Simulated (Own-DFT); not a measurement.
## Calculated data, GaN (wurtzite, atoms displaced)

Computed with Own-DFT development build. A calculation, not a measurement: plane-wave PBE density functional theory by an unreviewed code, no spin, of a simulated periodic cell, stress positive in tension, free energy of the whole cell less one offset for each atom, forces on such cells passed a denser k mesh, this cell's mesh not checked; offsets are fitted by least squares, one for each functional and potential file, so energies compare only between cells with the same atoms and settings and are not formation energies; the far tail of each file's local potential was reset to the Coulomb form; each entry is a single point on an unrelaxed cell, so the pressure reflects the starting lattice, mostly measured values (interpolated for alloys), from which strain is counted, and rises with the displacements; printed positions are rounded, which can move forces by about a meV/angstrom; the program, named Own-DFT, is a retired in-house code; no spin-orbit coupling.

Common to all runs: functional PBE; potential files PseudoDojo norm-conserving, scalar-relativistic, standard set with the stringent files for Ga; wave cutoff 96 hartree; occupations Gaussian; smearing width 0.01 eV; k mesh 3 x 4 x 3 centred on Gamma.

(1) GaN (wurtzite, atoms displaced)

```
GaN
1.0
     12.7560     0.0000     0.0000
     -4.7835     8.2853     0.0000
      0.0000     0.0000    10.3700
Ga N Ga N Ga N Ga N Ga N Ga N Ga N Ga N Ga N Ga N Ga N Ga N Ga N Ga N Ga N Ga N Ga N Ga N Ga N Ga N Ga N Ga N Ga N Ga N
2 2 2 2 2 2 2 2 2 2 2 2 2 2 2 2 2 2 2 2 2 2 2 2 2 2 2 2 2 2 2 2 2 2 2 2 2 2 2 2 2 2 2 2 2 2 2 2
Direct
  0.08222 0.23013 0.00014
  0.17137 0.11110 0.25463
  0.08595 0.22614 0.17989
  0.16633 0.10661 0.43341
  0.09091 0.22500 0.50235
  0.16688 0.11510 0.74782
  0.08230 0.21653 0.69072
  0.16979 0.11529 0.94308
  0.07992 0.55643 0.99436
  0.17028 0.44205 0.23727
  0.07875 0.55188 0.19080
  0.16125 0.44280 0.43662
  0.08783 0.55181 0.49809
  0.16648 0.44297 0.74257
  0.09495 0.56499 0.68566
  0.16756 0.44208 0.93156
  0.08395 0.89085 0.00577
  0.16368 0.77680 0.25248
  0.07880 0.88270 0.19581
  0.17195 0.78009 0.43624
  0.07832 0.88412 0.50262
  0.16189 0.77316 0.74078
  0.08462 0.88862 0.68511
  0.17221 0.77660 0.93967
  0.33037 0.21590 0.00333
  0.40933 0.09951 0.24768
  0.32979 0.22222 0.19194
  0.42469 0.11195 0.44531
  0.32936 0.21869 0.50422
  0.42064 0.11706 0.75602
  0.34341 0.22965 0.68511
  0.41137 0.11510 0.94110
  0.32959 0.54897 0.99699
  0.41266 0.43880 0.24961
  0.32892 0.55199 0.19321
  0.41685 0.45682 0.43990
  0.33174 0.55324 0.51021
  0.41534 0.43991 0.75358
  0.33156 0.55294 0.69591
  0.41520 0.43914 0.92370
  0.33254 0.87850 0.98866
  0.41130 0.77100 0.25340
  0.33513 0.88807 0.18445
  0.41867 0.77744 0.42640
  0.33232 0.88638 0.51184
  0.42239 0.77534 0.75366
  0.33911 0.89241 0.68171
  0.42097 0.77675 0.93984
  0.58634 0.22580 0.99952
  0.66406 0.11425 0.24499
  0.58276 0.21751 0.19021
  0.66701 0.10521 0.44202
  0.58398 0.21799 0.49498
  0.66033 0.10686 0.75689
  0.58031 0.22308 0.68430
  0.66540 0.09973 0.93609
  0.58444 0.56382 0.00338
  0.66870 0.45170 0.24775
  0.58099 0.56186 0.19068
  0.66179 0.44036 0.42621
  0.58201 0.55072 0.50046
  0.66396 0.43776 0.75620
  0.57788 0.55872 0.69009
  0.66383 0.45140 0.94259
  0.58757 0.89184 0.00282
  0.67009 0.77960 0.25256
  0.58647 0.89603 0.18477
  0.67077 0.78224 0.44057
  0.57861 0.89263 0.49521
  0.66802 0.78222 0.75203
  0.57939 0.89063 0.68527
  0.66575 0.77360 0.93872
  0.83060 0.21521 0.99887
  0.92350 0.11863 0.25244
  0.82693 0.21367 0.19338
  0.91407 0.11093 0.44631
  0.82681 0.21728 0.49682
  0.91878 0.10543 0.74091
  0.83483 0.21758 0.68805
  0.91425 0.10348 0.94531
  0.83922 0.56329 0.99937
  0.90963 0.44118 0.24457
  0.82746 0.55355 0.19111
  0.91255 0.43943 0.44303
  0.82992 0.55480 0.50503
  0.92704 0.44638 0.75260
  0.83148 0.55209 0.68070
  0.91937 0.44936 0.94358
  0.83632 0.88138 0.00811
  0.92233 0.78123 0.25551
  0.83012 0.89149 0.18331
  0.92036 0.77367 0.44071
  0.82672 0.88092 0.49787
  0.92278 0.78213 0.75031
  0.83213 0.88757 0.69191
  0.91450 0.78060 0.93858
```

```
free energy of cell above offsets : -4.804 eV
pressure                          : 7.04 GPa
stress xx                         : -6.63 GPa
stress yy                         : -6.17 GPa
stress zz                         : -8.32 GPa
stress yz                         : -0.22 GPa
stress xz                         : 0.25 GPa
stress xy                         : -1.03 GPa
```

Force:
```csv
element,x (eV/Å),y (eV/Å),z (eV/Å)
Ga,0.327,-1.331,-1.108
Ga,-1.484,-0.31,-1.337
N,0.394,-0.986,1.753
N,-0.172,0.127,1.675
Ga,-1.504,-0.525,-0.748
Ga,1.68,-0.315,1.106
N,0.338,0.988,-0.741
N,-0.991,-0.863,-0.816
Ga,1.735,0.177,1.4
Ga,-2.233,0.082,1.859
N,0.264,0.179,-0.802
N,2.176,-0.585,-0.328
Ga,-2.224,0.56,-0.614
Ga,0.264,-0.193,1.104
N,-1.026,-1.849,-0.177
N,-1.035,0.594,0.241
Ga,0.392,0.091,-0.526
Ga,1.296,-0.522,-0.478
N,0.871,1.391,-1.153
N,-0.789,-0.256,1.008
Ga,1.408,0.248,-0.923
Ga,1.557,1.996,1.483
N,-0.125,0.655,0.699
N,-2.17,-0.109,-1.203
Ga,-0.435,1.507,-0.098
Ga,0.931,1.157,1.008
N,1.113,-0.351,-0.512
N,-2.515,-0.877,-1.416
Ga,1.506,0.727,-1.172
Ga,-0.339,-0.75,-0.88
N,-1.65,-1.45,0.574
N,2.214,-1.097,-0.274
Ga,0.893,0.355,0.095
Ga,0.196,1.196,0.861
N,1.532,0.43,-1.863
N,0.491,-1.878,-0.267
Ga,-0.391,0.839,-1.357
Ga,0.111,0.816,-2.496
N,0.265,0.217,-0.765
N,-0.156,0.206,4.959
Ga,0.409,1.566,1.609
Ga,0.622,0.969,-2.275
N,-0.885,-0.996,-0.484
N,-0.808,-0.414,3.509
Ga,0.688,0.455,-3.893
Ga,-1.156,0.002,-0.285
N,-0.454,-0.403,4.058
N,0.029,-0.446,-0.175
Ga,-0.483,-0.434,0.523
Ga,0.596,-1.103,1.325
N,-1.525,1.222,-0.815
N,-1.022,0.817,-1.334
Ga,0.542,0.962,0.371
Ga,0.781,0.659,-2.066
N,1,0.043,0.875
N,-0.867,2.073,0.634
Ga,-0.846,-1.11,-0.282
Ga,-1.184,-1.255,-0.686
N,0.102,-0.845,-0.312
N,0.481,0.377,2.298
Ga,-0.236,0.546,0.168
Ga,-0.427,1.235,-0.946
N,1.47,-0.104,-0.307
N,1.539,-0.676,-0.085
Ga,0.084,-1.458,0.222
Ga,-1.148,0.619,-0.002
N,-0.215,-1.304,1.075
N,-1.412,-1.194,-0.445
Ga,0.918,-1.229,0.478
Ga,-0.364,-0.574,-0.281
N,1.022,-0.021,0.072
N,0.182,1.251,0.02
Ga,0.468,0.154,0.488
Ga,-0.706,-0.664,0.244
N,0.817,1.126,-1.034
N,1.481,-0.281,-0.937
Ga,0.971,0.767,0.861
Ga,-1.37,0.221,1.596
N,-0.538,0.6,0.682
N,0.156,0.592,-1.253
Ga,-1.109,-0.756,0.479
Ga,0.719,-0.25,1.343
N,1.155,1.268,-1.051
N,0.192,0.743,-0.739
Ga,0.302,-0.953,-2.115
Ga,-1.381,-0.773,-1.034
N,0.448,0.333,3.138
N,-0.778,-1.163,-1.041
Ga,-1.86,1.019,-1.597
Ga,-2.06,-0.917,-0.164
N,1.563,0.014,2.518
N,-1.514,0.154,-0.116
Ga,1.439,1.259,0.815
Ga,-1.358,-0.984,-0.235
N,0.747,-0.676,-0.788
N,2.069,-0.354,-0.399
```

(2) GaN (wurtzite, atoms displaced)

```
GaN
1.0
     12.7560     0.0000     0.0000
     -4.7835     8.2853     0.0000
      0.0000     0.0000    10.3700
Ga N Ga N Ga N Ga N Ga N Ga N Ga N Ga N Ga N Ga N Ga N Ga N Ga N Ga N Ga N Ga N Ga N Ga N Ga N Ga N Ga N Ga N Ga N Ga N
2 2 2 2 2 2 2 2 2 2 2 2 2 2 2 2 2 2 2 2 2 2 2 2 2 2 2 2 2 2 2 2 2 2 2 2 2 2 2 2 2 2 2 2 2 2 2 2
Direct
  0.08691 0.20947 0.00198
  0.16525 0.11163 0.24918
  0.08713 0.22152 0.19505
  0.17547 0.10529 0.43858
  0.08501 0.21956 0.50417
  0.16827 0.10957 0.74928
  0.08751 0.23672 0.69322
  0.16456 0.10731 0.95042
  0.08033 0.55701 0.00042
  0.16304 0.44557 0.25738
  0.08310 0.56113 0.18023
  0.16425 0.44143 0.43883
  0.08629 0.56161 0.50088
  0.16800 0.44141 0.74784
  0.07923 0.55226 0.68666
  0.16364 0.44987 0.93685
  0.08162 0.88511 0.00513
  0.17194 0.78216 0.26036
  0.08198 0.88948 0.19118
  0.17083 0.77555 0.43973
  0.08110 0.88612 0.49939
  0.16583 0.76714 0.74896
  0.08689 0.88372 0.70137
  0.16384 0.77922 0.93871
  0.33657 0.22041 0.99651
  0.41203 0.10919 0.24911
  0.32394 0.21728 0.19450
  0.41394 0.11175 0.44920
  0.33022 0.22394 0.49709
  0.41294 0.10567 0.75167
  0.32907 0.22143 0.68952
  0.41769 0.12056 0.94263
  0.32559 0.54254 0.00054
  0.42127 0.45777 0.24704
  0.33006 0.55962 0.19170
  0.42050 0.44374 0.43905
  0.34318 0.56997 0.49774
  0.41345 0.44715 0.75014
  0.33534 0.56255 0.68867
  0.41175 0.43921 0.93634
  0.32977 0.88277 0.99320
  0.41918 0.77997 0.24401
  0.33265 0.89008 0.19395
  0.41870 0.77744 0.43580
  0.32680 0.88458 0.50385
  0.42141 0.78111 0.74917
  0.33237 0.88644 0.69112
  0.40717 0.77623 0.94692
  0.57756 0.22480 0.99988
  0.66915 0.11668 0.24666
  0.58399 0.20792 0.19101
  0.66994 0.10499 0.44406
  0.58841 0.23162 0.49640
  0.66277 0.10319 0.74791
  0.58286 0.22323 0.68953
  0.66555 0.10671 0.94636
  0.58495 0.54959 0.99891
  0.67129 0.45599 0.24687
  0.58723 0.56498 0.19044
  0.66360 0.44892 0.43891
  0.58667 0.55485 0.49760
  0.66239 0.43327 0.76254
  0.57934 0.56373 0.69398
  0.66723 0.45221 0.93868
  0.58584 0.89043 0.01081
  0.66504 0.78399 0.25030
  0.58593 0.88396 0.18677
  0.66391 0.77792 0.43142
  0.58383 0.89047 0.49607
  0.65945 0.77368 0.75227
  0.58121 0.88503 0.69491
  0.66851 0.77680 0.93559
  0.83751 0.22538 0.00961
  0.91490 0.10301 0.24173
  0.83933 0.22225 0.19156
  0.91115 0.11104 0.43498
  0.83469 0.22635 0.51054
  0.90740 0.11283 0.74899
  0.82885 0.22146 0.68965
  0.91637 0.10116 0.93696
  0.83511 0.56353 0.00418
  0.90938 0.43825 0.25123
  0.82937 0.54283 0.19475
  0.91844 0.45524 0.43895
  0.84166 0.56431 0.50100
  0.91600 0.43500 0.74038
  0.83861 0.55950 0.68991
  0.92157 0.44527 0.92889
  0.82285 0.88573 0.00370
  0.90759 0.76849 0.24972
  0.83027 0.88715 0.19375
  0.91338 0.77581 0.44356
  0.83328 0.88840 0.49404
  0.92493 0.78597 0.75267
  0.83506 0.89604 0.69091
  0.91445 0.78409 0.93798
```

```
free energy of cell above offsets : -4.435 eV
pressure                          : 7.18 GPa
stress xx                         : -7.69 GPa
stress yy                         : -7.88 GPa
stress zz                         : -5.97 GPa
stress yz                         : -0.38 GPa
stress xz                         : 0.07 GPa
stress xy                         : 0.6 GPa
```

Force:
```csv
element,x (eV/Å),y (eV/Å),z (eV/Å)
Ga,-2.821,2.077,0.37
Ga,-0.07,-0.883,0.764
N,-1.415,0.335,-0.849
N,-2.946,-0.538,0
Ga,-0.403,-0.117,-0.614
Ga,-0.956,0.069,0.976
N,-0.03,-3.589,-0.952
N,2.099,-0.543,-2.064
Ga,0.549,0.062,-0.722
Ga,-0.153,-0.034,-1.32
N,-0.276,-0.47,2.444
N,0.477,0.571,0.927
Ga,0.199,-1.398,-0.009
Ga,-0.416,2.387,0.98
N,1.083,-0.107,-0.337
N,0.718,-1.435,0.091
Ga,-0.303,-0.007,-0.221
Ga,-0.942,-0.62,-2.245
N,-0.284,-0.991,0.739
N,-1.593,0.107,0.676
Ga,0.525,0.206,0.775
Ga,-0.15,0.386,0.963
N,-0.206,0.99,-2.095
N,0.3,-0.088,-0.306
Ga,-2.262,0.368,1.577
Ga,0.252,0.459,1.093
N,2.261,1.773,-1.243
N,0.958,-0.217,-1.116
Ga,1.617,0.716,0.955
Ga,-0.19,0.888,-0.558
N,0.816,0.377,0.026
N,0.905,-1.973,-1.127
Ga,-0.432,1.216,0.219
Ga,-0.476,-1.607,0.681
N,0.509,-0.596,-0.445
N,-0.826,0.652,-0.327
Ga,-0.251,-2.401,0.406
Ga,0.276,-0.382,-0.45
N,-0.174,-0.266,-0.388
N,0.667,0.602,0.698
Ga,-1.367,1.122,1.644
Ga,-0.636,0.228,0.52
N,0.343,-0.047,-1.011
N,-0.622,1.457,-0.25
Ga,1.911,1.401,-0.074
Ga,-1.237,-0.608,1.36
N,0.132,-0.172,0.055
N,2.925,-0.705,-1.159
Ga,2.102,-0.376,0.648
Ga,1.693,-1.474,1.384
N,-2.661,2.475,-0.703
N,-0.933,1.838,-0.955
Ga,-0.392,-1.373,0.392
Ga,-0.504,0.725,1.27
N,0.049,-0.645,0.109
N,-0.236,1.051,-0.834
Ga,-2.301,1.491,0.278
Ga,-1.319,-2.172,1.149
N,0.205,-0.882,-1.031
N,2.212,-0.087,-0.812
Ga,-1.463,0.871,1.291
Ga,0.159,1.928,-2.839
N,1.3,-1.959,-0.957
N,1.385,-1.317,1.529
Ga,-0.75,-0.785,-2.585
Ga,1.011,-0.646,0.36
N,-1.282,1.332,1.244
N,0.5,-0.194,1.38
Ga,0.102,-0.744,0.88
Ga,1.694,1.007,-0.121
N,0.187,0.743,-1.54
N,-1.685,-0.779,0.999
Ga,0.104,-0.02,-2.193
Ga,0.793,1.471,1.662
N,-0.982,-0.259,0.1
N,1.159,0.298,0.393
Ga,0.251,-0.137,-2.38
Ga,2.103,-0.32,0.763
N,-0.336,-0.615,0.207
N,-0.665,1.228,0.827
Ga,1.026,-0.535,-1.248
Ga,2.426,0.58,0.528
N,-0.381,1.74,-1.489
N,0.793,-1.324,-0.065
Ga,-1.616,-1.237,1.174
Ga,-0.978,1.851,1.473
N,-0.849,-0.478,0.161
N,-1.564,-0.416,1.26
Ga,1.761,0.456,-0.438
Ga,1.377,0.998,0.325
N,0.221,-0.958,-0.903
N,0.636,0.914,-1.29
Ga,-1.072,0.579,1.294
Ga,-1.645,-0.924,-0.1
N,-0.03,-0.987,-0.885
N,0.313,-0.588,1.229
```
